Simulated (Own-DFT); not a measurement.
## Calculated data, Si2SnGe13 (diamond-structure random alloy, atoms displaced)

A calculation, not a measurement: plane-wave density functional theory by an unreviewed code, no spin, of a simulated periodic cell, stress positive in tension, run twice, with PBE and with PBEsol, both on files made for PBE, so the change isn't that of files made for PBEsol, forces on such cells moved up to 12 meV/angstrom on a denser k mesh; the far tail of each file's local potential was reset to the Coulomb form; each entry is a single point on an unrelaxed cell, so the pressure reflects the starting lattice, mostly measured values (interpolated for alloys), from which strain is counted, and rises with the displacements; printed positions are rounded, which can move forces by about a meV/angstrom; the program, named Own-DFT, is a retired in-house code; no spin-orbit coupling; stress was not checked against mesh or cutoff. Program: Own-DFT development build.

```yaml
- formula: Si2SnGe13
  kind: "diamond-structure random alloy, atoms displaced"
  structure:
    cell_angstrom: [[11.3631, 0.0, 0.0], [0.0, 11.3631, 0.0], [0.0, 0.0, 11.3631]]
    atoms_fractional:
      - [Ge, 0.99945, 0.98471, 0.99806]
      - [Ge, 0.00942, 0.24086, 0.26219]
      - [Ge, 0.24431, 0.99697, 0.24858]
      - [Ge, 0.25714, 0.23499, 0.99569]
      - [Ge, 0.13398, 0.11734, 0.13121]
      - [Ge, 0.13268, 0.37271, 0.36777]
      - [Ge, 0.37404, 0.13066, 0.3689]
      - [Si, 0.38398, 0.37941, 0.13059]
      - [Si, 0.99645, 0.0055, 0.51376]
      - [Ge, 0.00591, 0.26093, 0.75199]
      - [Ge, 0.25008, 0.99076, 0.73996]
      - [Ge, 0.24831, 0.26202, 0.50147]
      - [Sn, 0.11679, 0.12175, 0.62081]
      - [Ge, 0.12505, 0.3836, 0.86553]
      - [Ge, 0.37365, 0.12111, 0.87913]
      - [Ge, 0.37406, 0.37213, 0.63022]
      - [Ge, 0.01452, 0.49599, 0.9982]
      - [Ge, 0.98028, 0.74138, 0.24731]
      - [Ge, 0.25658, 0.50559, 0.26875]
      - [Si, 0.25218, 0.73322, 0.98452]
      - [Ge, 0.12981, 0.62668, 0.13404]
      - [Si, 0.11948, 0.87153, 0.3819]
      - [Si, 0.38367, 0.63238, 0.3758]
      - [Ge, 0.35606, 0.87499, 0.12505]
      - [Ge, 0.01309, 0.49822, 0.49428]
      - [Ge, 0.0102, 0.74095, 0.74583]
      - [Ge, 0.23747, 0.50149, 0.76042]
      - [Ge, 0.24232, 0.75804, 0.50548]
      - [Ge, 0.13906, 0.61848, 0.62538]
      - [Ge, 0.131, 0.8787, 0.87348]
      - [Ge, 0.37877, 0.62186, 0.87796]
      - [Ge, 0.37355, 0.88444, 0.6248]
      - [Ge, 0.49512, 0.9961, 0.01351]
      - [Ge, 0.49157, 0.2634, 0.24182]
      - [Ge, 0.74604, 0.00676, 0.24124]
      - [Ge, 0.76248, 0.24304, 0.99366]
      - [Ge, 0.63204, 0.12573, 0.12693]
      - [Sn, 0.62874, 0.39142, 0.38245]
      - [Ge, 0.86601, 0.11294, 0.37245]
      - [Ge, 0.88689, 0.38273, 0.12424]
      - [Ge, 0.49545, 0.00493, 0.49037]
      - [Ge, 0.50383, 0.23917, 0.75377]
      - [Ge, 0.75094, 0.99358, 0.75964]
      - [Ge, 0.74774, 0.23912, 0.49897]
      - [Ge, 0.62793, 0.12533, 0.62692]
      - [Ge, 0.61361, 0.38781, 0.87421]
      - [Si, 0.87123, 0.12936, 0.883]
      - [Si, 0.87716, 0.37499, 0.62502]
      - [Ge, 0.50359, 0.50101, 0.01007]
      - [Ge, 0.51081, 0.73785, 0.25346]
      - [Ge, 0.76195, 0.50019, 0.25823]
      - [Ge, 0.75301, 0.75353, 0.99611]
      - [Sn, 0.62743, 0.63168, 0.12336]
      - [Sn, 0.62537, 0.87268, 0.3714]
      - [Ge, 0.87533, 0.62444, 0.37884]
      - [Ge, 0.87166, 0.87566, 0.12549]
      - [Ge, 0.50903, 0.51166, 0.49926]
      - [Si, 0.49838, 0.76821, 0.74055]
      - [Ge, 0.73868, 0.48526, 0.74577]
      - [Ge, 0.75767, 0.75266, 0.50137]
      - [Ge, 0.63066, 0.62114, 0.62322]
      - [Ge, 0.62427, 0.88041, 0.88332]
      - [Ge, 0.88089, 0.62027, 0.86033]
      - [Ge, 0.87937, 0.885, 0.62034]
  settings:
    functional: "PBE, then PBEsol"
    potential_files: "PseudoDojo norm-conserving, scalar-relativistic, standard set"
    "wave_cutoff [hartree]": 49.0
    occupations: Fermi-Dirac
    "smearing_width [eV]": 0.1
    k_mesh: "3 x 3 x 3 centred on Gamma"
  results:
    "rms_change_of_force_components_from_PBE_to_PBEsol [eV/angstrom]": null
```

To be estimated
1. Give the missing rms change of force components from PBE to PBEsol for Si2SnGe13 (diamond-structure random alloy, atoms displaced).
2. Give the table of force values for Si2SnGe13 (diamond-structure random alloy, atoms displaced).

Answers
1. 0.051 eV/Å
2. 
Force:
```
force element  PBE force x (eV/Å)  PBE force y (eV/Å)  PBE force z (eV/Å)  PBEsol force x (eV/Å)  PBEsol force y (eV/Å)  PBEsol force z (eV/Å)
           Ge               0.048               1.935               0.274                  0.066                  1.837                  0.291
           Ge              -0.995               0.097              -1.296                 -0.945                  0.101                 -1.258
           Ge               0.306              -0.646               2.134                  0.329                 -0.587                  2.006
           Ge              -0.991               2.619               1.248                 -0.957                  2.485                  1.189
           Ge              -1.654               0.648              -1.414                 -1.578                  0.617                 -1.352
           Ge              -0.487               0.086               0.699                 -0.464                  0.087                  0.702
           Ge              -0.614               0.377              -0.048                  -0.59                  0.366                 -0.045
           Si              -2.495               0.679              -1.449                 -2.434                   0.67                 -1.414
           Si              -1.666              -2.279              -4.328                 -1.675                 -2.218                  -4.22
           Ge              -2.138              -0.541               0.476                 -2.008                 -0.513                   0.47
           Ge               0.059               1.259               2.038                   0.06                  1.203                  1.974
           Ge               0.867              -0.815              -0.551                  0.839                 -0.781                 -0.547
           Sn               2.149               2.239               1.365                  2.161                  2.252                  1.396
           Ge              -0.049              -2.446               2.337                 -0.068                 -2.342                  2.239
           Ge               0.976              -1.472              -1.237                  0.943                 -1.411                 -1.183
           Ge               0.596               0.861               0.386                  0.559                  0.818                  0.366
           Ge              -0.826               1.245                0.41                 -0.801                  1.189                  0.391
           Ge               2.039               1.086               0.256                  1.945                  1.022                  0.236
           Ge               0.768               0.078              -1.693                  0.672                  0.046                 -1.645
           Si              -1.087               1.887               1.909                 -1.067                  1.841                  1.866
           Ge                0.17                0.03              -0.754                  0.124                 -0.002                 -0.712
           Si              -1.171               0.675              -0.536                 -1.119                  0.635                 -0.544
           Si              -0.661               0.193               1.177                 -0.639                  0.187                   1.15
           Ge               1.223              -1.942              -0.521                  1.208                 -1.815                  -0.49
           Ge              -0.932              -0.093               0.665                 -0.874                 -0.066                  0.617
           Ge              -0.266               1.297              -0.478                 -0.253                  1.238                 -0.457
           Ge               3.344               0.592              -1.315                  3.218                  0.568                 -1.276
           Ge               1.434              -0.525              -0.785                  1.405                 -0.527                  -0.69
           Ge              -1.118               0.486              -0.662                 -1.094                  0.483                 -0.623
           Ge                0.09              -1.787              -0.123                  0.061                 -1.706                  -0.15
           Ge               0.935               0.073              -1.371                  0.903                  0.006                 -1.331
           Ge                0.78               -0.89              -1.435                  0.691                 -0.818                 -1.417
           Ge               0.139               0.374              -0.256                  0.137                  0.364                 -0.258
           Ge               1.859              -1.817               1.174                   1.84                 -1.823                  1.194
           Ge               0.999              -0.977               0.094                  0.974                  -0.94                  0.092
           Ge              -1.946               2.376               1.633                 -1.938                  2.337                  1.651
           Ge              -1.524               1.595               -1.12                 -1.466                  1.522                 -1.086
           Sn               0.116              -3.068              -1.055                  0.114                 -2.965                 -1.022
           Ge               1.464               0.559               0.918                   1.38                  0.573                  0.866
           Ge              -0.102              -1.449               0.389                 -0.093                 -1.392                  0.373
           Ge              -0.159               0.831                1.33                 -0.161                  0.805                  1.295
           Ge              -0.578               1.028               0.132                 -0.564                      1                  0.124
           Ge               0.402                1.18               -0.52                  0.356                  1.115                 -0.529
           Ge               1.128               0.841               0.609                  1.064                  0.781                  0.573
           Ge               -0.15              -1.196               0.129                 -0.148                 -1.144                   0.12
           Ge               0.436              -2.366               0.558                  0.429                 -2.282                  0.521
           Si               2.206               -1.69              -1.959                  2.159                 -1.659                  -1.92
           Si              -0.047              -0.414              -0.697                 -0.042                 -0.404                 -0.676
           Ge              -1.569               -0.79              -0.989                 -1.481                 -0.735                  -1.01
           Ge              -3.962                1.59               0.203                 -3.786                  1.559                   0.18
           Ge               0.904               0.443              -1.876                   0.88                  0.446                 -1.799
           Ge               1.205               0.109              -1.384                  1.152                  0.129                 -1.321
           Sn               2.286              -1.439              -0.262                  2.209                  -1.39                 -0.248
           Sn               0.517               0.612               0.539                  0.503                  0.589                  0.516
           Ge                0.42              -0.341               0.991                  0.404                  -0.32                  0.926
           Ge              -0.223              -0.027               -0.19                 -0.218                 -0.038                 -0.198
           Ge              -3.316               0.907               1.665                  -3.15                   0.86                  1.636
           Si               0.877              -1.692               1.053                  0.859                 -1.649                   1.03
           Ge               1.676               1.052              -0.386                  1.576                  1.055                 -0.348
           Ge               0.302              -0.558               0.892                  0.296                 -0.555                  0.852
           Ge              -0.171                1.91               0.875                 -0.148                  1.809                  0.805
           Ge              -0.914              -0.569              -0.419                 -0.843                 -0.521                 -0.378
           Ge              -0.651              -0.464               1.057                  -0.61                 -0.436                  1.022
           Ge              -0.253              -1.559               1.492                 -0.302                 -1.555                  1.479
```

Further results for Si2SnGe13 (diamond-structure random alloy, atoms displaced):

| Quantity | Value |
| --- | --- |
| PBE pressure | 5.35 GPa |
| PBE stress xx | -5.34 GPa |
| PBE stress yy | -5.34 GPa |
| PBE stress zz | -5.38 GPa |
| PBE stress yz | -0.24 GPa |
| PBE stress xz | 1.23 GPa |
| PBE stress xy | -0.02 GPa |
| PBEsol pressure | 2.5 GPa |
| PBEsol stress xx | -2.49 GPa |
| PBEsol stress yy | -2.49 GPa |
| PBEsol stress zz | -2.52 GPa |
| PBEsol stress yz | -0.24 GPa |
| PBEsol stress xz | 1.16 GPa |
| PBEsol stress xy | -0.01 GPa |
